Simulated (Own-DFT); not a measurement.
Simulation results for Hf36O71 (tetragonal hafnia with one neutral oxygen vacancy, atoms displaced)

A calculation, not a measurement: plane-wave PBE and HSE06 DFT by an unreviewed code, no spin, of a simulated cell at Gamma alone, so results move with cell size and shape, stress positive in tension, energies less offsets, not probed for a lower state with spin; hafnium file: forces about 75 meV/angstrom off all-electron values; oxygen file: force components 24 meV/angstrom off all-electron in a glass; k mesh not checked against a denser one; forces and stress are PBE's, HSE06 gives the energy alone, and its difference from PBE has offsets of its own; offsets are fitted by least squares, one for each functional and potential file, so energies compare only between cells with the same atoms and settings and are not formation energies; the far tail of each file's local potential was reset to the Coulomb form; each entry is a single point on an unrelaxed cell, so the pressure reflects the starting lattice, taken from the Materials Project, from which strain is counted, and rises with the displacements; printed positions are rounded, which can move forces by about a meV/angstrom; the program is a retired in-house code; no spin-orbit coupling. Program: Own-DFT development build.

Common to all runs: first functional PBE; second functional HSE06; exact exchange share 0.25; screening 0.11 1/bohr; exchange divergence Gygi-Baldereschi; potential files PseudoDojo norm-conserving, scalar-relativistic, made for PBE, standard set; wave cutoff 48 hartree; occupations fixed; k mesh 1 x 1 x 1 centred on Gamma.

(1) Hf36O71 (tetragonal hafnia with one neutral oxygen vacancy, atoms displaced)

```
Hf36O71
1.0
     10.7800     0.0000     0.0000
      0.0000    10.7800     0.0000
      0.0000     0.0000    10.4493
Hf O Hf O Hf O Hf O Hf O Hf O Hf O Hf O Hf O Hf O Hf O Hf O Hf O Hf O Hf O Hf O Hf O Hf O
2 4 2 4 2 4 2 4 2 4 2 4 2 4 2 4 2 4 2 3 2 4 2 4 2 4 2 4 2 4 2 4 2 4 2 4
Direct
  0.99755 0.99568 0.99453
  0.16210 0.17022 0.24911
  0.99828 0.16517 0.14831
  0.17367 0.00162 0.34465
  0.00173 0.17063 0.40057
  0.16502 0.00128 0.09481
  0.00051 0.00402 0.49800
  0.16697 0.16427 0.75113
  0.00120 0.16276 0.65215
  0.16875 0.00364 0.84909
  0.00289 0.16850 0.90895
  0.16558 0.00235 0.59279
  0.00455 0.33135 0.99936
  0.16852 0.50071 0.24969
  0.99993 0.50449 0.15348
  0.16650 0.33487 0.35170
  0.00533 0.50205 0.40345
  0.16903 0.33290 0.09687
  0.99752 0.33439 0.49755
  0.16380 0.50187 0.75292
  0.00019 0.50593 0.65003
  0.16886 0.33491 0.85046
  0.99753 0.49890 0.89828
  0.16763 0.33747 0.59514
  0.00228 0.66466 0.99610
  0.16804 0.83119 0.24805
  0.99746 0.83579 0.15263
  0.16792 0.67059 0.34687
  0.00422 0.83936 0.39936
  0.17102 0.66797 0.09839
  0.00051 0.66852 0.50036
  0.16793 0.83354 0.75486
  0.00308 0.82968 0.64783
  0.16905 0.66580 0.84563
  0.99960 0.82952 0.90144
  0.16691 0.66654 0.59429
  0.33261 0.99653 0.00262
  0.49852 0.16882 0.24847
  0.33946 0.16627 0.14858
  0.49895 0.00042 0.34718
  0.33602 0.16454 0.40494
  0.50171 0.00192 0.09844
  0.33628 0.99710 0.50352
  0.49754 0.16794 0.75112
  0.32671 0.16612 0.64833
  0.49941 0.00006 0.84644
  0.33257 0.16913 0.90571
  0.49984 0.00385 0.59290
  0.33162 0.33502 0.00115
  0.50170 0.50485 0.24749
  0.33391 0.50031 0.15628
  0.49915 0.33273 0.34925
  0.33947 0.49668 0.40314
  0.49972 0.33234 0.09567
  0.32961 0.33610 0.50111
  0.49766 0.50225 0.74802
  0.33135 0.49986 0.65356
  0.49996 0.34019 0.84387
  0.50661 0.33936 0.59842
  0.33494 0.66705 0.00100
  0.50291 0.83642 0.24643
  0.33580 0.83641 0.15761
  0.49979 0.66812 0.34489
  0.33659 0.83089 0.40094
  0.49903 0.66529 0.09825
  0.32989 0.66692 0.49860
  0.50211 0.82550 0.74778
  0.33407 0.82775 0.64839
  0.50222 0.66605 0.84725
  0.33571 0.83115 0.90283
  0.50466 0.66822 0.60010
  0.66565 0.99851 0.00434
  0.83339 0.16565 0.25385
  0.66167 0.16362 0.15434
  0.83338 0.00133 0.34945
  0.66889 0.16931 0.39986
  0.82982 0.00081 0.09570
  0.66303 0.00187 0.50094
  0.83522 0.16619 0.75082
  0.66686 0.16244 0.65722
  0.83346 0.00037 0.85307
  0.67064 0.16340 0.90246
  0.83055 0.99779 0.59687
  0.66795 0.33421 0.99788
  0.83092 0.49760 0.25072
  0.66905 0.50416 0.15192
  0.83411 0.33784 0.34533
  0.67059 0.50391 0.40530
  0.83632 0.33274 0.09917
  0.66673 0.33557 0.50189
  0.83554 0.49989 0.74734
  0.66658 0.50317 0.65305
  0.83722 0.33045 0.84634
  0.67002 0.50456 0.90571
  0.82986 0.33077 0.60017
  0.66451 0.66597 0.00634
  0.83826 0.83053 0.24809
  0.66338 0.83100 0.15529
  0.83147 0.66633 0.34694
  0.66264 0.83637 0.40266
  0.83370 0.66619 0.09489
  0.66606 0.66160 0.50096
  0.83458 0.83500 0.75195
  0.66628 0.83202 0.65045
  0.83625 0.66788 0.84565
  0.66827 0.83268 0.90594
  0.83501 0.66157 0.59456
```

- PBE energy of cell above offsets: -101.054 eV
- HSE06 less PBE above offsets: -0.143 eV
- PBE pressure: 0.99 GPa
- PBE stress xx: -0.87 GPa
- PBE stress yy: -0.28 GPa
- PBE stress zz: -1.82 GPa
- PBE stress yz: -0.04 GPa
- PBE stress xz: 0.51 GPa
- PBE stress xy: -0.01 GPa

Force:
```tsv
element	x (eV/Å)	y (eV/Å)	z (eV/Å)
Hf	-0.242	0.892	1.328
Hf	1.228	-0.988	0.019
O	0.211	0.171	0.801
O	-0.553	0.094	-0.38
O	-0.141	-0.218	-0.265
O	-0.036	-0.272	-0.182
Hf	-0.363	-0.634	0.143
Hf	0.218	0.76	-0.344
O	-0.095	0.301	0.132
O	-0.228	-1.199	-0.182
O	0.059	-0.722	-1.044
O	0.152	-0.356	0.791
Hf	-0.94	0.373	0.331
Hf	-0.648	0.174	0.479
O	0.508	-0.118	-0.122
O	0.08	-0.019	-0.694
O	-0.174	-0.279	-0.061
O	-0.373	0.08	0.723
Hf	0.538	0.717	0.472
Hf	0.263	-0.778	-0.806
O	-0.049	-0.511	0.181
O	0.15	0.125	-0.321
O	0.362	0.156	0.259
O	-1.241	-0.058	0.489
Hf	-0.823	-0.735	0.799
Hf	-0.029	1.283	0.556
O	0.897	-0.179	-0.727
O	0.177	-1.021	0.023
O	-0.294	-0.74	0.036
O	-0.529	0.172	-0.354
Hf	-0.172	0.373	-0.195
Hf	0.082	0.157	-1.454
O	-0.197	0.259	0.977
O	0.094	0.289	0.546
O	0.528	0.469	-0.428
O	0.022	-0.105	0.396
Hf	0.564	1.061	0.13
Hf	-0.167	-0.167	0.947
O	-1.73	0.066	0.385
O	0.132	0.177	-0.139
O	-0.199	0.713	0.043
O	-0.583	-0.615	-0.194
Hf	-0.628	0.45	-1.648
Hf	0.102	-0.376	-0.027
O	1.124	0.213	0.934
O	-0.207	-0.202	-0.371
O	0.174	-0.322	-0.494
O	-0.166	-0.021	1.07
Hf	0.81	0.036	-0.383
Hf	-0.276	-0.868	0.921
O	0.003	0.006	-0.699
O	0.422	0.777	-0.515
O	-0.533	1.042	-0.092
O	0.442	0.491	-0.299
Hf	1.139	-1.217	-0.397
Hf	0.437	-0.119	-0.302
O	0.048	0.138	0.632
O	-0.245	-0.797	0.532
O	-1.297	-0.431	0.078
Hf	0.063	-0.792	-0.263
Hf	-0.26	0.373	1.89
O	-0.447	0.088	-1.111
O	0.161	-0.428	0.071
O	-0.314	0.096	0.419
O	-0.366	-0.118	-0.027
Hf	0.841	0.311	-0.159
Hf	0.235	1.1	0.004
O	-0.268	0.356	0.778
O	-0.567	-0.233	0.546
O	-0.444	0.096	-0.041
O	-1.265	-0.204	-0.206
Hf	-0.235	0.425	-0.646
Hf	-0.873	-0.073	-0.837
O	1.383	0.35	-0.2
O	0.342	-0.218	-0.457
O	0.295	0.092	0.706
O	0.823	-0.203	0.502
Hf	0.547	-0.307	-0.818
Hf	-0.83	-0.237	-0.027
O	-0.209	0.239	-0.18
O	0.742	-0.305	-0.676
O	-0.385	0.907	0.274
O	0.832	0.056	0.268
Hf	0.122	-0.367	0.156
Hf	0.699	0.932	-0.479
O	-0.441	-0.261	0.133
O	0.277	-0.83	0.74
O	-0.203	-1.302	-0.736
O	-0.511	0.181	-0.38
Hf	-0.552	-0.42	-0.584
Hf	-0.445	0.409	0.406
O	0.398	-0.05	0.129
O	-0.198	0.494	0.072
O	0.122	-0.845	-0.177
O	0.935	0.124	-0.271
Hf	0.761	0.277	-0.83
Hf	-1.206	0.434	0.835
O	1.342	-0.089	-0.623
O	0.437	0.246	-0.217
O	0.216	-0.54	0.306
O	0.464	0.38	0.031
Hf	0.399	1.93	-0.074
Hf	-0.501	-0.167	-0.727
O	0.402	0.134	0.756
O	0.209	-0.089	-0.233
O	-0.078	-0.195	-0.245
O	-0.246	0.285	0.164
```

(2) Hf36O71 (tetragonal hafnia with one neutral oxygen vacancy, atoms displaced)

```
Hf36O71
1.0
     10.7800     0.0000     0.0000
      0.0000    10.7800     0.0000
      0.0000     0.0000    10.4493
Hf O Hf O Hf O Hf O Hf O Hf O Hf O Hf O Hf O Hf O Hf O Hf O Hf O Hf O Hf O Hf O Hf O Hf O
2 4 2 3 2 4 2 4 2 4 2 4 2 4 2 4 2 4 2 4 2 4 2 4 2 4 2 4 2 4 2 4 2 4 2 4
Direct
  0.99827 0.00252 0.00051
  0.16793 0.16426 0.24723
  0.00071 0.16581 0.15537
  0.16968 0.00147 0.34406
  0.00260 0.16312 0.39846
  0.16616 0.00183 0.09797
  0.99942 0.00314 0.50115
  0.16280 0.16463 0.75066
  0.00195 0.16856 0.64892
  0.16309 0.99733 0.84469
  0.99997 0.16385 0.89961
  0.00140 0.33495 0.99803
  0.16626 0.49678 0.25377
  0.99865 0.49841 0.15544
  0.16417 0.33659 0.34250
  0.99789 0.50167 0.40882
  0.16955 0.33255 0.09233
  0.00025 0.33651 0.50056
  0.16201 0.49915 0.74962
  0.00433 0.50338 0.65207
  0.17240 0.33119 0.84529
  0.00271 0.50505 0.90067
  0.16652 0.32871 0.60092
  0.00311 0.66532 0.00377
  0.17208 0.83293 0.25206
  0.00004 0.83404 0.15200
  0.16414 0.66860 0.34572
  0.99813 0.83168 0.39591
  0.16898 0.66845 0.09636
  0.99623 0.66422 0.50106
  0.16577 0.83344 0.74883
  0.00236 0.83462 0.65473
  0.16991 0.66433 0.84650
  0.00544 0.83675 0.90345
  0.16031 0.66842 0.60074
  0.33097 0.99499 0.99994
  0.50018 0.16821 0.25092
  0.33196 0.17222 0.15187
  0.50235 0.99874 0.34977
  0.33101 0.16083 0.40968
  0.50000 0.00083 0.09951
  0.33296 0.00016 0.49919
  0.49934 0.16745 0.75275
  0.32967 0.16234 0.64945
  0.49699 0.99769 0.84002
  0.33217 0.16846 0.90145
  0.49948 0.99940 0.59570
  0.33200 0.33139 0.00102
  0.49924 0.49727 0.24659
  0.33014 0.49818 0.15203
  0.50002 0.33822 0.34823
  0.33485 0.50155 0.40288
  0.49365 0.33532 0.10039
  0.33354 0.33196 0.49941
  0.49949 0.49855 0.74986
  0.32982 0.50211 0.65451
  0.50105 0.33520 0.84873
  0.33713 0.49780 0.89777
  0.49979 0.33475 0.59782
  0.33658 0.66546 0.00039
  0.50175 0.83032 0.25356
  0.33615 0.83521 0.15298
  0.49516 0.66572 0.34855
  0.33341 0.83570 0.39977
  0.50006 0.66404 0.09803
  0.32881 0.66742 0.49747
  0.50324 0.83447 0.75322
  0.33457 0.83441 0.65513
  0.50060 0.67053 0.85060
  0.33792 0.83011 0.90507
  0.49750 0.66536 0.60019
  0.65847 0.00160 0.99827
  0.83214 0.16782 0.25381
  0.66289 0.16788 0.14626
  0.83401 0.00088 0.35077
  0.66467 0.16266 0.40486
  0.82978 0.99714 0.10173
  0.66292 0.99799 0.50135
  0.83266 0.16764 0.74734
  0.67186 0.15975 0.65493
  0.83338 0.99531 0.84213
  0.67017 0.16780 0.90917
  0.83162 0.00235 0.60125
  0.66629 0.33288 0.99822
  0.84026 0.50162 0.24770
  0.66954 0.49846 0.15436
  0.82955 0.32816 0.35257
  0.66604 0.49869 0.39859
  0.83223 0.33691 0.10076
  0.66975 0.33472 0.50073
  0.83146 0.50003 0.74692
  0.66484 0.49749 0.65392
  0.82941 0.32969 0.84439
  0.67049 0.49629 0.90304
  0.83377 0.33281 0.59382
  0.66596 0.66177 0.00217
  0.83351 0.83291 0.25196
  0.66712 0.83153 0.15236
  0.83679 0.66618 0.34939
  0.66689 0.83085 0.40317
  0.83435 0.66322 0.09802
  0.66514 0.66768 0.49830
  0.83147 0.83076 0.74929
  0.66841 0.83277 0.65672
  0.82888 0.66697 0.84682
  0.66104 0.83237 0.90398
  0.83696 0.66932 0.59036
```

- PBE energy of cell above offsets: -100.749 eV
- HSE06 less PBE above offsets: -0.130 eV
- PBE pressure: 1.04 GPa
- PBE stress xx: -0.38 GPa
- PBE stress yy: -0.92 GPa
- PBE stress zz: -1.82 GPa
- PBE stress yz: 0.2 GPa
- PBE stress xz: 0.17 GPa
- PBE stress xy: 0.04 GPa

Force:
```tsv
element	x (eV/Å)	y (eV/Å)	z (eV/Å)
Hf	-0.726	-1.137	0.342
Hf	-0.514	-0.104	0.257
O	-0.368	0.326	-0.582
O	-0.006	-0.38	0.519
O	-0.041	1.056	0.572
O	0.348	0.092	-0.294
Hf	-0.067	-0.979	-0.103
Hf	0.811	0.051	-0.344
O	-0.557	-0.401	-0.024
O	0.667	0.553	-0.031
O	-0.035	1.093	0.297
Hf	-0.147	-0.472	0.107
Hf	0.812	1.371	-0.833
O	1.419	-0.081	-0.637
O	0.128	-1.019	0.852
O	0.024	-0.851	-1.049
O	-1.548	0.19	0.418
Hf	0.561	-1.428	-0.092
Hf	1.708	0.387	0.515
O	-1.852	-0.64	-0.249
O	-0.907	0.422	0.34
O	-0.387	-1.359	0.253
O	-0.064	0.499	-0.974
Hf	0.218	1.77	-0.436
Hf	-1.254	0.191	-0.407
O	0.206	-0.177	0.135
O	0.434	-0.865	0.338
O	0.155	0.589	1.171
O	-0.162	-0.096	0.179
Hf	1.306	1.853	-0.642
Hf	0.044	-0.767	0.019
O	-0.658	0.442	-0.436
O	-0.081	0.213	0.241
O	-0.312	-1.072	0.372
O	1.028	-0.074	-0.718
Hf	0.078	0.362	-0.07
Hf	0.282	-0.236	-0.142
O	0.527	-0.413	0.448
O	-0.018	0.13	-0.517
O	0.248	1.816	-1.285
O	-0.816	0.137	-0.344
Hf	-0.668	-0.673	1.156
Hf	-0.592	0.082	-0.859
O	0.602	-0.149	0.718
O	0.264	1.401	1.291
O	0.477	-1.083	0.13
O	0.126	0.076	0.198
Hf	0.261	0.571	-0.82
Hf	0.16	0.485	0.059
O	-0.056	0.222	0.25
O	-0.275	-1.364	0.151
O	-0.539	-0.474	-0.005
O	1.315	0.106	-0.157
Hf	-0.095	0.147	0.654
Hf	-1.361	0.96	0.193
O	0.315	-0.236	-0.491
O	0.408	-0.832	-0.084
O	0.175	0.295	0.878
O	-0.024	-0.38	0.091
Hf	-0.457	-0.714	-0.709
Hf	0.181	0.443	-0.41
O	0.056	0.023	-0.154
O	0.33	-0.049	-0.004
O	-0.157	-0.594	0.197
O	0.13	-0.173	0.344
Hf	0.131	0.132	1.045
Hf	-0.542	-1.161	-0.663
O	-0.319	0.268	-0.299
O	0.248	-1.328	-0.152
O	-0.276	0.741	0.089
O	0.422	0.02	-0.622
Hf	1.612	-0.842	0.719
Hf	-0.104	-1.014	-0.628
O	0.182	0.265	1.183
O	-0.266	-0.1	-0.191
O	-0.209	0.947	-0.18
O	0.001	0.386	-0.782
Hf	0.709	0.24	0.102
Hf	0.68	-1.649	0.225
O	-1.597	0.728	0.039
O	-0.092	0.854	0.675
O	-0.461	-0.437	-1.262
O	0.511	-0.267	-0.856
Hf	-0.223	0.066	1.151
Hf	-2.054	-0.231	0.769
O	-0.399	0.178	-0.261
O	0.378	1.008	-0.302
O	0.102	0.419	0.857
O	0.701	-0.263	-0.663
Hf	-0.698	-0.063	-0.816
Hf	0.114	0.144	0.686
O	0.849	0.123	-0.386
O	0.516	1.155	0.198
O	-0.113	0.573	-0.274
O	0.299	0.324	0.786
Hf	0.158	0.777	-0.241
Hf	0.776	0.699	-0.362
O	-0.416	-0.309	0.326
O	-0.369	-0.346	-0.468
O	-0.117	-0.034	0.024
O	0.107	-0.166	0.037
Hf	-0.484	-0.66	0.068
Hf	0.937	0.783	0.277
O	-0.365	-0.245	-0.885
O	0.113	-0.538	-0.255
O	0.144	0.149	0.219
O	-1.65	-0.401	1.295
```
